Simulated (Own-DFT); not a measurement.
# Computed records: Si₂SnGe₁₃ (diamond-structure random alloy, atoms displaced)

A calculation, not a measurement: plane-wave density functional theory by an unreviewed code, no spin, of a simulated periodic cell, stress positive in tension, run twice, with PBE and with PBEsol, both on files made for PBE, so the change isn't that of files made for PBEsol, forces on such cells moved up to 12 meV/angstrom on a denser k mesh; the far tail of each file's local potential was reset to the Coulomb form; each entry is a single point on an unrelaxed cell, so the pressure reflects the starting lattice, mostly measured values (interpolated for alloys), from which strain is counted, and rises with the displacements; printed positions are rounded, which can move forces by about a meV/angstrom; the program, named Own-DFT, is a retired in-house code; no spin-orbit coupling; stress was not checked against mesh or cutoff. Program: Own-DFT development build.

```yaml
- formula: Si2SnGe13
  kind: "diamond-structure random alloy, atoms displaced"
  structure:
    cell_angstrom: [[11.3631, 0.0, 0.0], [0.0, 11.3631, 0.0], [0.0, 0.0, 11.3631]]
    atoms_fractional:
      - [Sn, 0.00418, 0.98604, 0.99975]
      - [Si, 0.01199, 0.26008, 0.24881]
      - [Ge, 0.24394, 0.99097, 0.25352]
      - [Si, 0.2425, 0.25088, 0.9937]
      - [Ge, 0.12589, 0.12818, 0.13519]
      - [Ge, 0.1194, 0.3727, 0.38988]
      - [Ge, 0.37868, 0.12436, 0.36564]
      - [Ge, 0.37747, 0.37867, 0.13568]
      - [Ge, 0.99483, 0.00692, 0.49438]
      - [Ge, 0.99147, 0.24935, 0.75523]
      - [Ge, 0.24136, 0.99091, 0.74206]
      - [Ge, 0.24521, 0.24475, 0.50194]
      - [Ge, 0.12486, 0.11045, 0.62848]
      - [Ge, 0.13288, 0.37756, 0.8777]
      - [Ge, 0.36461, 0.12253, 0.87774]
      - [Si, 0.37477, 0.37142, 0.62912]
      - [Sn, 0.00575, 0.49151, 0.99376]
      - [Ge, 0.98897, 0.74192, 0.25335]
      - [Ge, 0.25419, 0.4879, 0.24644]
      - [Si, 0.2491, 0.76116, 0.00543]
      - [Ge, 0.12318, 0.62086, 0.11541]
      - [Ge, 0.1307, 0.8859, 0.38887]
      - [Ge, 0.38031, 0.62761, 0.38023]
      - [Ge, 0.36174, 0.87829, 0.12918]
      - [Ge, 0.00871, 0.50374, 0.49836]
      - [Ge, 0.99187, 0.74748, 0.74972]
      - [Ge, 0.25864, 0.51007, 0.75156]
      - [Ge, 0.25304, 0.74725, 0.49943]
      - [Ge, 0.12214, 0.63733, 0.62337]
      - [Ge, 0.1167, 0.87859, 0.87555]
      - [Ge, 0.37324, 0.62951, 0.87094]
      - [Si, 0.37712, 0.87799, 0.63009]
      - [Ge, 0.50085, 0.00114, 0.00509]
      - [Ge, 0.4995, 0.24655, 0.25486]
      - [Ge, 0.75476, 0.99894, 0.25075]
      - [Sn, 0.74994, 0.23777, 0.98952]
      - [Ge, 0.62442, 0.13188, 0.11729]
      - [Ge, 0.62464, 0.38005, 0.36804]
      - [Ge, 0.87214, 0.11163, 0.38118]
      - [Ge, 0.88429, 0.3782, 0.12313]
      - [Ge, 0.48837, 0.99241, 0.50008]
      - [Ge, 0.50668, 0.24463, 0.7472]
      - [Si, 0.74475, 0.99931, 0.75153]
      - [Ge, 0.73748, 0.25484, 0.50378]
      - [Ge, 0.62432, 0.13123, 0.61958]
      - [Ge, 0.61701, 0.37585, 0.86213]
      - [Ge, 0.87807, 0.12855, 0.88737]
      - [Ge, 0.88093, 0.37734, 0.62919]
      - [Si, 0.50468, 0.49643, 0.00061]
      - [Ge, 0.4967, 0.74804, 0.25551]
      - [Ge, 0.74876, 0.50918, 0.25057]
      - [Ge, 0.74366, 0.75061, 0.00229]
      - [Ge, 0.62662, 0.63321, 0.13058]
      - [Ge, 0.62537, 0.86843, 0.39097]
      - [Ge, 0.88082, 0.63824, 0.37206]
      - [Ge, 0.87584, 0.86922, 0.12183]
      - [Ge, 0.49018, 0.51436, 0.50447]
      - [Si, 0.49642, 0.74752, 0.74913]
      - [Ge, 0.74849, 0.50877, 0.74874]
      - [Ge, 0.75243, 0.75799, 0.51004]
      - [Sn, 0.62069, 0.62057, 0.62552]
      - [Ge, 0.61932, 0.87262, 0.88082]
      - [Ge, 0.88479, 0.61661, 0.88648]
      - [Ge, 0.87983, 0.88227, 0.62425]
  settings:
    functional: "PBE, then PBEsol"
    potential_files: "PseudoDojo norm-conserving, scalar-relativistic, standard set"
    "wave_cutoff [hartree]": 49.0
    occupations: Fermi-Dirac
    "smearing_width [eV]": 0.1
    k_mesh: "3 x 3 x 3 centred on Gamma"
  results:
    "PBE_pressure [GPa]": 5.59
    "PBE_stress_xx [GPa]": -5.85
    "PBE_stress_yy [GPa]": -5.33
    "PBE_stress_zz [GPa]": -5.59
    "PBE_stress_yz [GPa]": 0.47
    "PBE_stress_xz [GPa]": 1.19
    "PBE_stress_xy [GPa]": 1.0
    "PBEsol_pressure [GPa]": 2.73
    "PBEsol_stress_xx [GPa]": -2.97
    "PBEsol_stress_yy [GPa]": -2.49
    "PBEsol_stress_zz [GPa]": -2.73
    "PBEsol_stress_yz [GPa]": 0.42
    "PBEsol_stress_xz [GPa]": 1.14
    "PBEsol_stress_xy [GPa]": 0.97
    force_element: [Sn, Si, Ge, Si, Ge, Ge, Ge, Ge, Ge, Ge, Ge, Ge, Ge, Ge, Ge, Si, Sn, Ge, Ge, Si, Ge, Ge, Ge, Ge, Ge, Ge, Ge, Ge, Ge, Ge, Ge, Si, Ge, Ge, Ge, Sn, Ge, Ge, Ge, Ge, Ge, Ge, Si, Ge, Ge, Ge, Ge, Ge, Si, Ge, Ge, Ge, Ge, Ge, Ge, Ge, Ge, Si, Ge, Ge, Sn, Ge, Ge, Ge]
    "PBE_force_x [eV/angstrom]": [-1.075, -1.446, 0.277, 1.018, 0.535, 1.132, -1.238, 0.852, 1.245, 1.592, 1.275, 0.906, -1.159, 1.313, 0.468, -0.019, 0.458, 3.233, -1.587, -0.599, 1.649, -1.071, -1.65, 1.772, -1.412, 0.153, -1.122, 0.383, 0.521, 3.142, 0.782, -0.369, -1.067, 0.814, -1.23, -1.574, -1.181, -0.581, -0.714, -1.823, 0.796, -2.034, 0.448, 1.897, -0.358, 0.561, 1.857, -0.902, -0.428, 0.146, 1.046, 0.966, -0.933, -0.266, -2.261, -1.522, -0.727, -0.596, 1.897, 1.051, 0.674, -0.03, -3.211, -0.673]
    "PBE_force_y [eV/angstrom]": [3.383, -0.749, 1.736, -0.276, 0.377, -0.342, -0.808, -1.521, -1.032, -0.27, -0.327, -0.149, 2.018, -1.6, 0.005, 0.272, -0.217, 2.209, 1.952, -1.23, 1.712, -1.712, -0.311, -0.471, 0.874, 0.352, -1.219, 1.158, -1.042, -3.306, 0.635, -1.291, -0.146, 0.668, -0.585, 4.612, -1.754, 0.395, 3.274, -1.282, 1.041, 0.07, 0.508, 0.473, -2.167, 0.936, -3.202, 0.363, 0.678, 1.004, -0.447, -0.285, -0.993, 0.882, -2.35, -0.915, -3.841, 1.627, -1.796, -0.483, 1.944, 0.099, 2.607, 0.254]
    "PBE_force_z [eV/angstrom]": [2.194, 0.863, 0.062, 1.614, -0.623, -1.737, 1.176, -2.504, 1.53, -0.149, 1.336, 0.544, -0.573, -2.745, -0.534, -0.355, 1.121, -1.967, 1.77, -1.159, 2.046, -0.595, -1.491, -0.206, 0.696, 0.469, -1.145, 0.572, 0.481, -2.71, 2.04, 0.044, -0.047, -1.029, -0.392, 1.458, 2.718, 0.877, -1.442, 2.104, 0.142, 0.049, 0.097, -0.882, 0.535, 0.851, -3.96, -0.674, 0.109, -0.245, -0.065, -0.381, -0.708, -1.707, 2.544, 1.618, -0.978, 0.799, 1.695, -0.609, 0.171, -1.232, -2.317, 0.838]
    "PBEsol_force_x [eV/angstrom]": [-1.061, -1.405, 0.275, 0.987, 0.536, 1.127, -1.196, 0.809, 1.208, 1.53, 1.173, 0.839, -1.117, 1.225, 0.493, -0.014, 0.441, 3.092, -1.519, -0.594, 1.564, -1.023, -1.576, 1.741, -1.354, 0.164, -1.103, 0.34, 0.506, 3.024, 0.716, -0.4, -1.026, 0.779, -1.169, -1.529, -1.153, -0.558, -0.702, -1.779, 0.813, -1.922, 0.44, 1.82, -0.369, 0.574, 1.825, -0.878, -0.42, 0.143, 1.001, 0.938, -0.864, -0.26, -2.182, -1.479, -0.687, -0.554, 1.835, 1.014, 0.695, -0.022, -3.119, -0.63]
    "PBEsol_force_y [eV/angstrom]": [3.287, -0.727, 1.684, -0.272, 0.295, -0.302, -0.788, -1.471, -1.012, -0.259, -0.275, -0.162, 1.94, -1.506, -0.028, 0.271, -0.203, 2.126, 1.875, -1.202, 1.624, -1.639, -0.292, -0.409, 0.84, 0.347, -1.144, 1.1, -1.011, -3.178, 0.57, -1.221, -0.137, 0.654, -0.568, 4.467, -1.71, 0.371, 3.119, -1.209, 1.041, 0.058, 0.499, 0.442, -2.043, 0.863, -3.075, 0.35, 0.66, 0.954, -0.419, -0.269, -0.934, 0.849, -2.267, -0.897, -3.674, 1.545, -1.763, -0.452, 1.853, 0.096, 2.535, 0.203]
    "PBEsol_force_z [eV/angstrom]": [2.123, 0.836, 0.059, 1.577, -0.606, -1.645, 1.142, -2.35, 1.487, -0.137, 1.319, 0.495, -0.565, -2.681, -0.542, -0.341, 1.093, -1.915, 1.699, -1.137, 2.005, -0.577, -1.423, -0.149, 0.678, 0.446, -1.068, 0.532, 0.459, -2.656, 1.937, 0.001, -0.05, -1.003, -0.368, 1.419, 2.627, 0.847, -1.372, 2.001, 0.086, 0.06, 0.092, -0.843, 0.507, 0.783, -3.83, -0.635, 0.105, -0.218, -0.067, -0.343, -0.654, -1.642, 2.445, 1.573, -0.984, 0.82, 1.639, -0.61, 0.13, -1.12, -2.269, 0.776]
    "rms_change_of_force_components_from_PBE_to_PBEsol [eV/angstrom]": 0.058
```
